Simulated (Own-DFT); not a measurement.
# Shaking the atoms of beta-Si3N4, 112 atoms (N64Si48)

These are calculations, not measurements. They come from Own-DFT, an in-house plane-wave density functional program, since retired, whose code no person has reviewed. Each row is one single-point run on a periodic cell that was not relaxed, without spin or spin-orbit coupling.

Settings of every run: PBE; PseudoDojo norm-conserving scalar-relativistic files; cutoff 42 hartree; 2 x 2 x 4 k mesh centred on Gamma; Fermi-Dirac smearing of 0.1 eV.

Known limits, some of them of some rows only: some atoms lie very close together; forces on such cells moved up to 12 meV/angstrom on a denser k mesh; stress not checked against mesh or cutoff.

Cell vectors in Å: (15.212, 0.000, 0.000); (-7.606, 13.174, 0.000); (0.000, 0.000, 5.818). In each run every atom was moved at random and independently from its ideal site; u is the rms move along one axis. E is the free energy for each atom above the fitted value at u = 0, and F the rms of the force components.

```
run,u (Å),E (meV/atom),F (eV/Å),largest force (eV/Å),P (GPa)
1,0.0181,15.7,0.790,3.69,5.41
2,0.0191,?,?,?,?
3,0.0201,19.4,0.870,3.30,5.55
4,0.0473,93.2,1.771,8.78,7.63
5,0.0511,127.9,2.167,8.25,8.34
6,0.0986,448.6,4.375,18.43,16.55
7,0.0991,506.0,5.153,36.64,18.12
8,0.0991,444.0,4.624,23.90,17.05
9,0.1460,955.8,6.979,33.82,28.89
```

## Worked fit

For small independent moves the energy grows as E = (3/2) K u², with K the mean stiffness felt by one atom. The runs with u up to 0.11 Å give K = 31.3 ± 1.1 eV/Å², with residuals divided by u² + 0.0006 Å², since the noise grows with the moves. The scatter is 9.1 meV/atom at u = 0.05 Å. The forces follow F = G u with G = 44.5 eV/Å²; no force at u = 0 is resolved. G exceeds K because the moves of its neighbours add to the force on an atom, and stiffness differs between atoms. At u = 0.146 Å the parabola gives 1002 meV/atom and the run 956. The pressure follows P = 4.98 + 1252 u² GPa: at fixed volume, shortened bonds push harder than stretched ones pull.

## Withheld run

Question: what energy and rms force should run 2 give?

The fit gives 17 ± 3 meV/atom and about 0.85 eV/Å. The calculation gave 16.6 meV/atom and 0.789 eV/Å.
